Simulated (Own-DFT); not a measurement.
# Response to strain: wurtzite GaN, 72 atoms (Ga36N36)

These are calculations, not measurements. They come from Own-DFT, an in-house plane-wave density functional program, since retired, whose code no person has reviewed. Each row is one single-point run on a periodic cell that was not relaxed, without spin or spin-orbit coupling.

Settings of every run: PBE; PseudoDojo norm-conserving scalar-relativistic files; cutoff 42 hartree; 4 x 4 x 3 k mesh centred on Gamma; Fermi-Dirac smearing of 0.1 eV.

Known limits: forces not confirmed at this smearing and k mesh; stress not checked against mesh or cutoff.

Unstrained cell vectors in Å: (9.567, 0.000, 0.000); (-4.783, 8.285, 0.000); (0.000, 0.000, 10.370). The unstrained cell has measured lattice constants (interpolated for alloys), not those of this functional. That, the random moves and any unrelaxed bonds set the pressure at no strain. Each run strains this cell uniformly, with the atoms carried along. Every atom was also moved at random, by a Gaussian of width 0.05 Å on each axis. Strain is the symmetric tensor, in per cent. Stress is positive in tension, and the pressure is minus a third of its trace.

| run | e_xx (%) | e_yy (%) | e_zz (%) | e_yz (%) | e_xz (%) | e_xy (%) | s_xx (GPa) | s_yy (GPa) | s_zz (GPa) | s_yz (GPa) | s_xz (GPa) | s_xy (GPa) | P (GPa) | E (meV/atom) |
|---|---|---|---|---|---|---|---|---|---|---|---|---|---|---|
| 1 | 0.66 | 0.48 | 0.03 | 0.97 | -1.83 | -1.75 | -4.88 | -5.51 | -6.27 | 1.75 | -3.35 | -5.83 | 5.56 | 7.0 |
| 2 | -0.26 | 0.94 | 0.13 | -0.09 | -1.42 | 0.06 | -8.55 | -3.18 | -6.92 | 0.33 | -3.44 | -0.28 | 6.22 | 13.8 |
| 3 | 0.38 | -1.78 | -0.52 | -1.74 | 1.50 | 1.32 | -9.26 | -15.86 | -11.25 | -4.15 | 3.56 | 3.38 | 12.12 | 37.7 |
| 4 | 0.04 | 1.76 | 0.88 | 0.35 | 0.45 | 1.19 | -5.54 | -1.75 | -1.37 | 0.35 | 1.54 | 4.97 | 2.89 | 11.1 |
| 5 | 1.40 | 1.03 | -1.98 | -0.45 | 0.28 | -1.98 | -1.61 | -4.74 | -16.17 | -1.46 | 0.48 | -5.69 | 7.51 | 27.9 |
| 6 | -1.38 | -1.49 | 1.25 | -0.22 | 0.55 | -0.28 | -13.49 | -14.67 | -4.61 | -1.04 | 2.20 | 0.33 | 10.92 | 13.3 |
| 7 | 1.02 | -0.78 | -1.83 | 0.74 | 0.15 | -0.64 | -4.04 | -10.57 | -18.84 | 2.08 | 0.04 | -1.34 | 11.15 | 21.7 |
| 8 | -0.60 | -1.87 | 1.48 | -0.78 | -0.64 | -0.07 | -11.56 | -15.89 | -2.94 | -1.53 | -2.45 | 1.53 | 10.13 | 30.3 |
| 9 | 1.50 | 1.54 | 1.42 | 1.57 | -0.60 | 0.00 | 0.61 | 0.95 | 0.00 | 2.78 | -0.83 | 0.69 | -0.52 | 0.0 |
| 10 | -0.95 | -0.80 | -1.59 | 1.96 | -0.77 | -1.71 | -14.12 | -14.15 | -17.28 | 3.68 | -0.40 | -4.75 | 15.19 | 49.9 |
| 11 | -0.89 | 0.42 | -0.17 | -0.68 | -0.31 | -1.17 | -11.29 | -6.90 | -8.09 | -2.19 | -0.49 | -4.46 | 8.76 | 2.9 |
| 12 | -0.02 | 1.49 | -1.50 | -0.13 | -0.63 | 0.64 | -6.64 | -3.86 | -12.24 | -0.65 | -1.07 | 1.32 | 7.58 | 7.1 |
| 13 | -0.48 | 0.86 | -0.55 | -1.00 | -0.93 | 2.00 | -10.07 | -5.55 | -9.29 | -1.78 | -1.67 | 6.22 | 8.30 | 24.0 |
| 14 | -0.42 | -1.58 | -0.38 | -0.29 | -0.66 | 0.21 | -12.11 | -17.29 | -10.30 | 0.56 | -1.77 | 1.53 | 13.23 | 35.6 |
| 15 | -1.52 | -0.32 | 1.21 | 1.63 | -0.03 | -0.57 | -13.28 | -9.60 | -3.56 | 3.11 | 0.04 | -0.47 | 8.81 | 13.6 |
| 16 | 0.08 | -1.67 | -1.13 | -0.19 | -1.62 | -0.79 | ? | ? | ? | ? | ? | ? | ? | ? |

E is the free energy for each atom above the lowest run shown.

## Worked fit

Each stress component was fitted by least squares to a constant and the strains of the runs shown, as fractions, with shears doubled. Shear strains stay in the fit of a normal stress only where such slopes are resolved. The slopes, in GPa:

```
stress,at no strain,per e_xx,per e_yy,per e_zz,scatter
s_xx,-7.9,420 ± 25,101 ± 17,52 ± 18,0.76
s_yy,-8.3,99 ± 33,417 ± 22,79 ± 23,1.00
s_zz,-7.9,13 ± 31,113 ± 22,469 ± 23,0.96
```

Each shear stress against twice its own strain: yz 108 ± 7, xz 120 ± 11, xy 158 ± 12 GPa. These are stiffnesses along x, y and z of the frame in which the cell vectors are given, which need not be the crystal's axes. The atoms are held to the strained lattice; where symmetry lets them move under strain, relaxing them would lower some slopes. The table should be nearly symmetric about its diagonal, and what it lacks of that shows the noise. A ninth of its sum, 196 ± 5 GPa, estimates the bulk modulus near the mean pressure of these runs, 8.5 GPa, so it lies above the value at zero pressure.

## Withheld run

Question: what normal stresses and pressure should run 16 give?

The fit gives s_xx = -9.8, s_yy = -16.1, s_zz = -15.1 and P = 13.7 GPa. The calculation gave -9.68, -16.87, -13.94 and P = 13.50 GPa.
